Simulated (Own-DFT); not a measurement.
## Calculated data, Al$_{3}$GaN$_{4}$ (wurtzite random alloy, strained, atoms displaced)

Computed with Own-DFT development build. A calculation, not a measurement: plane-wave PBE density functional theory by an unreviewed code, no spin, of a simulated periodic cell, stress positive in tension, free energy of the whole cell less one offset for each atom, forces on such cells passed a denser k mesh, this cell's mesh not checked; offsets are fitted by least squares, one for each functional and potential file, so energies compare only between cells with the same atoms and settings and are not formation energies; the far tail of each file's local potential was reset to the Coulomb form; each entry is a single point on an unrelaxed cell, so the pressure reflects the starting lattice, mostly measured values, from which strain is counted, and rises with the displacements; printed positions are rounded, which can move forces by about a meV/angstrom; the program is a retired in-house code; no spin-orbit coupling.

## Al$_{3}$GaN$_{4}$ (wurtzite random alloy, strained, atoms displaced)

```
Al3GaN4
1.0
      9.5581     0.0000     0.0000
     -4.7791     8.2776     0.0000
      0.0000     0.0000    10.0655
Al Ga N Al Ga N Al N Al Ga N Al Ga N Ga Al N Al N Al Ga N Al N Al N Al N Al N Al Ga N Al N Al N Al Ga N Al N Ga Al N
1 1 2 1 1 2 2 2 1 1 2 1 1 2 1 1 2 2 2 1 1 2 2 2 2 2 2 2 2 2 1 1 2 2 2 2 2 1 1 2 2 2 1 1 2
Direct
  0.10786 0.22110 0.00978
  0.23081 0.10841 0.25586
  0.11073 0.21992 0.19595
  0.22526 0.11354 0.44579
  0.10551 0.23050 0.49762
  0.22080 0.11414 0.74621
  0.10738 0.22647 0.69457
  0.22128 0.11230 0.93892
  0.11295 0.55821 0.00399
  0.22030 0.44332 0.24784
  0.12352 0.56132 0.18233
  0.22223 0.44695 0.43548
  0.10888 0.55684 0.50683
  0.21272 0.43839 0.74524
  0.11011 0.55637 0.69210
  0.22063 0.44339 0.94753
  0.10857 0.88735 0.00222
  0.20532 0.76725 0.24957
  0.11397 0.89371 0.19567
  0.21523 0.78042 0.43750
  0.10178 0.87835 0.49916
  0.22434 0.78064 0.74296
  0.11820 0.88805 0.68759
  0.22054 0.76877 0.93636
  0.43749 0.22039 0.99999
  0.56241 0.11561 0.25105
  0.44390 0.22027 0.18668
  0.54878 0.10394 0.44501
  0.44556 0.21805 0.49709
  0.55505 0.10284 0.75090
  0.45079 0.23445 0.68983
  0.55553 0.10688 0.94211
  0.44358 0.55091 0.00192
  0.54989 0.43617 0.25540
  0.43518 0.56010 0.18735
  0.55317 0.44112 0.44647
  0.44613 0.56280 0.50422
  0.55248 0.43387 0.75325
  0.43421 0.54285 0.69289
  0.55435 0.43960 0.94813
  0.44339 0.88737 0.00420
  0.55559 0.77419 0.25223
  0.45128 0.89184 0.19643
  0.55506 0.77611 0.43615
  0.43874 0.89207 0.49996
  0.55126 0.77365 0.74227
  0.44308 0.88552 0.69194
  0.55843 0.78396 0.93243
  0.77302 0.21486 0.99357
  0.88742 0.10431 0.25796
  0.77095 0.22113 0.18958
  0.89793 0.12407 0.43961
  0.76999 0.22612 0.49844
  0.88623 0.11494 0.75272
  0.78302 0.22693 0.68854
  0.90429 0.11665 0.93635
  0.77596 0.55316 0.00372
  0.88881 0.44561 0.25040
  0.76768 0.55047 0.18805
  0.87783 0.44689 0.43609
  0.77790 0.56071 0.49996
  0.88796 0.44488 0.74778
  0.77140 0.54329 0.69109
  0.89365 0.44640 0.94746
  0.78351 0.88784 0.99652
  0.88673 0.78584 0.25594
  0.78009 0.89052 0.19291
  0.88902 0.77722 0.45017
  0.77824 0.88522 0.51359
  0.89868 0.78705 0.75100
  0.78070 0.89078 0.69267
  0.88656 0.77827 0.93585
```

| Property | Result |
| --- | --- |
| functional | PBE |
| potential files | PseudoDojo norm-conserving, scalar-relativistic, standard set with the stringent files for Ga |
| wave cutoff | 96 hartree |
| occupations | Gaussian |
| smearing width | 0.01 eV |
| k mesh | 4 x 4 x 3 centred on Gamma |
| free energy of cell above offsets | -23.946 eV |
| pressure | -0.89 GPa |
| stress xx | 3.73 GPa |
| stress yy | 2.88 GPa |
| stress zz | -3.94 GPa |
| stress yz | -0.85 GPa |
| stress xz | -0.28 GPa |
| stress xy | -0.3 GPa |

Force:
| element | x (eV/Å) | y (eV/Å) | z (eV/Å) |
| --- | --- | --- | --- |
| Al | 0.984 | 0.809 | -0.986 |
| Ga | -1.143 | 0.8 | 0.049 |
| N | 0.2 | 0.516 | -0.27 |
| N | -0.678 | 0.174 | 0.685 |
| Al | 2.071 | -0.109 | 0.582 |
| Ga | 0.435 | 0.361 | 0.058 |
| N | -0.604 | -2.009 | -1.971 |
| N | -0.112 | -0.628 | 1.243 |
| Al | 0.468 | -0.717 | -1.897 |
| Al | 0.162 | 0.101 | -0.162 |
| N | -1.727 | -2.065 | 1.882 |
| N | -0.481 | 0.672 | 1.083 |
| Al | -0.033 | -0.273 | -1.659 |
| Ga | 0.525 | 1.077 | 2.182 |
| N | -0.179 | 1.079 | -0.949 |
| N | 0.155 | -0.193 | -0.036 |
| Al | 0.572 | 0.109 | -0.64 |
| Ga | 1.998 | 1.525 | -0.183 |
| N | -1.662 | -1.466 | -1.254 |
| N | 1.85 | -1.435 | 1.434 |
| Ga | 0.737 | 2.447 | 0.199 |
| Al | 0.236 | -0.788 | 1.633 |
| N | -1.095 | -0.253 | 1.076 |
| N | -0.617 | 1.649 | 0.382 |
| Al | 0.855 | -0.205 | -0.356 |
| Al | -0.906 | -1.223 | -0.31 |
| N | 1.012 | 0.446 | 0.772 |
| N | 0.467 | 1.113 | -0.647 |
| Al | -0.936 | 0.737 | 1.101 |
| Ga | -0.696 | 1.457 | -0.037 |
| N | 0.343 | -2.767 | -0.717 |
| N | -0.695 | 0.131 | 0.503 |
| Al | -0.603 | 0.741 | -0.84 |
| Al | -0.546 | 0.978 | -0.682 |
| N | 1.822 | -0.686 | 0.924 |
| N | -0.159 | 0.598 | -0.794 |
| Al | 0.059 | -1.605 | -0.649 |
| Al | -0.337 | 2.178 | 0.558 |
| N | 1.291 | 1.824 | -0.504 |
| N | -0.086 | 0.319 | -0.897 |
| Al | 0.245 | -0.488 | -0.183 |
| Al | -0.57 | 0.428 | -1.025 |
| N | -0.367 | 0.071 | -0.451 |
| N | -0.508 | 0.335 | 1.696 |
| Al | 0.56 | -1.156 | -0.599 |
| Al | 0.4 | -0.572 | 1.365 |
| N | -0.013 | -0.759 | -1.482 |
| N | 0.533 | -0.576 | 0.935 |
| Al | 0.75 | 1.022 | 1.018 |
| Ga | -0.58 | 1.168 | -1.606 |
| N | 1.042 | 0.771 | -0.139 |
| N | -1.722 | -0.962 | 2.087 |
| Al | 1 | -0.138 | -0.083 |
| Al | 0.861 | -0.006 | -0.539 |
| N | 0.033 | -1.397 | -0.383 |
| N | -2.092 | -1.14 | 0.883 |
| Al | 0.14 | -0.119 | -0.895 |
| Al | -0.132 | -0.22 | -1.266 |
| N | 0.738 | 1.161 | 1.436 |
| N | 1.422 | 0.064 | 0.746 |
| Al | -0.54 | -1.416 | 0.534 |
| Ga | 0.15 | 0.197 | 1.426 |
| N | -1.081 | 2.361 | -0.344 |
| N | -0.695 | -0.567 | -0.063 |
| Al | -1.347 | 0.48 | 0.043 |
| Al | 0.711 | -1.172 | -0.477 |
| N | -0.242 | -1.302 | -0.803 |
| N | -1.321 | -0.805 | -1.837 |
| Ga | -0.794 | 1.122 | -2.757 |
| Al | -0.184 | -1.475 | -0.343 |
| N | -0.281 | 0.007 | 2.219 |
| N | 0.936 | -0.333 | 0.982 |
